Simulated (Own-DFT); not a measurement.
# How strain changes the stress of wurtzite AlGaN with randomly placed atoms, 128 atoms (Al48Ga16N64)

Calculated results; nothing here was measured. The program, named Own-DFT, is a retired in-house plane-wave density functional code that no person has reviewed. Each row is one single-point run on a periodic cell that was not relaxed, without spin or spin-orbit coupling.

Settings of every run: PBE; PseudoDojo norm-conserving scalar-relativistic files (stringent for Ga); cutoff 96 hartree; 3 x 3 x 3 k mesh centred on Gamma; Gaussian smearing of 0.01 eV.

Known limits: k mesh not checked against a denser one; stress not checked against mesh or cutoff.

Unstrained cell vectors in Å: (12.525, 0.000, 0.000); (-6.263, 10.847, 0.000); (0.000, 0.000, 10.066). The unstrained cell has measured lattice constants (interpolated for alloys), not those of this functional. That, the random moves and any unrelaxed bonds set the pressure at no strain. Each run strains this cell uniformly, with the atoms carried along. Every atom was also moved at random, by a Gaussian of width 0.05 Å on each axis. The random placing of the alloy's atoms differs from row to row. Strain is the symmetric tensor, in per cent. Stress is positive in tension, and the pressure is minus a third of its trace.

| run | e_xx (%) | e_yy (%) | e_zz (%) | s_xx (GPa) | s_yy (GPa) | s_zz (GPa) | P (GPa) | E (meV/atom) |
|---|---|---|---|---|---|---|---|---|
| 1 | 1.25 | 1.25 | 0.00 | 1.14 | -1.23 | -4.89 | 1.66 | 9.5 |
| 2 | -1.00 | -1.00 | 0.00 | -12.83 | -12.94 | -6.55 | 10.77 | 11.2 |
| 3 | 1.50 | 1.50 | 0.00 | 1.60 | 1.57 | -4.77 | 0.53 | 0.0 |
| 4 | -2.00 | -2.00 | 0.00 | -20.08 | -18.88 | -8.87 | 15.94 | 40.6 |
| 5 | 0.25 | 0.25 | 0.00 | -5.19 | -5.37 | -5.96 | 5.51 | 9.9 |
| 6 | -1.75 | -1.75 | 0.00 | -18.01 | -17.04 | -10.20 | 15.08 | 49.2 |
| 7 | 2.75 | 2.75 | 0.00 | 7.55 | 6.75 | -2.94 | -3.79 | 9.7 |
| 8 | -0.50 | -0.50 | 0.00 | -9.72 | -9.79 | -5.53 | 8.35 | 9.6 |
| 9 | -1.25 | -1.25 | 0.00 | ? | ? | ? | ? | ? |

E is the free energy for each atom above the lowest run shown.

## Worked fit

The change of volume is close to e_xx + e_yy + e_zz. A straight line through the runs shown gives P = 7.07 - 209 x (fractional change of volume) GPa, with an error of 8 on the slope and a scatter of 0.68 GPa. The strain isn't the same on all axes and the cell isn't cubic, so the slope belongs to this path and is not the bulk modulus.

## Withheld run

Question: what pressure should run 9 give? Its volume changes by -2.48 %.

The line gives 12.3 GPa. The calculation gave 11.83 GPa.
